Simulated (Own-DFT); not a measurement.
# One host, several defects: zincblende InP

Source: density functional calculations with Own-DFT, an unreviewed in-house program that is no longer used. Nothing was measured or relaxed, and spin and spin-orbit coupling are left out.

All runs used: PBE; PseudoDojo norm-conserving scalar-relativistic files; cutoff 36 hartree; 3 x 3 x 3 k mesh centred on Gamma; Fermi-Dirac smearing of 0.1 eV.

Caveats (not all hold for every row): not probed for a lower state with spin; forces on such cells moved up to 12 meV/angstrom on a denser k mesh; stress not checked against mesh or cutoff.

All runs share one cell, with vectors in Å (11.737, 0.000, 0.000); (0.000, 11.737, 0.000); (0.000, 0.000, 11.737) and a volume of 1617.0 Å³. u is the rms random offset of the atoms per axis. The defect's site can differ from row to row.

| cell | formula | u (Å) | P (GPa) |
|---|---|---|---|
| no defect | In32P32 | 0.0211 | 3.22 |
| no defect | In32P32 | 0.0470 | 3.54 |
| no defect | In32P32 | 0.0496 | 3.64 |
| two P vacancies | In32P30 | 0.0279 | 2.97 |
| two P vacancies | In32P30 | 0.0282 | 2.99 |
| two P vacancies | In32P30 | 0.0292 | ? |
| two P vacancies | In32P30 | 0.0297 | 2.83 |
| one In on a P site and one P on an In site | In32P32 | 0.0310 | 3.67 |
| one In on a P site and one P on an In site | In32P32 | 0.0479 | 3.84 |
| one In on a P site and one P on an In site | In32P32 | 0.0505 | 4.03 |

## Fit

P = P0 + c u² + a shift for each defect gives P0 = 3.13 GPa, c = 196 ± 40 GPa/Å² and a scatter of 0.08 GPa. The shifts, and each times the cell's volume:

- one In on a P site and one P on an In site: 0.33 ± 0.07 GPa, 3.4 eV
- two P vacancies: -0.36 ± 0.07 GPa, -3.7 eV (-1.8 eV for each of its 2 sites)

Against the defect-free cell, a freed cell would be larger where the shift is positive and smaller where it is negative (160.2 GPa Å³ is 1 eV). The atoms around the defects weren't relaxed, which would change these numbers.

## Check

Asked: what pressure belongs in the blank (two P vacancies, u = 0.0292 Å)?

From the fit: 2.94 ± 0.09 GPa. The run itself gave 3.00 GPa.
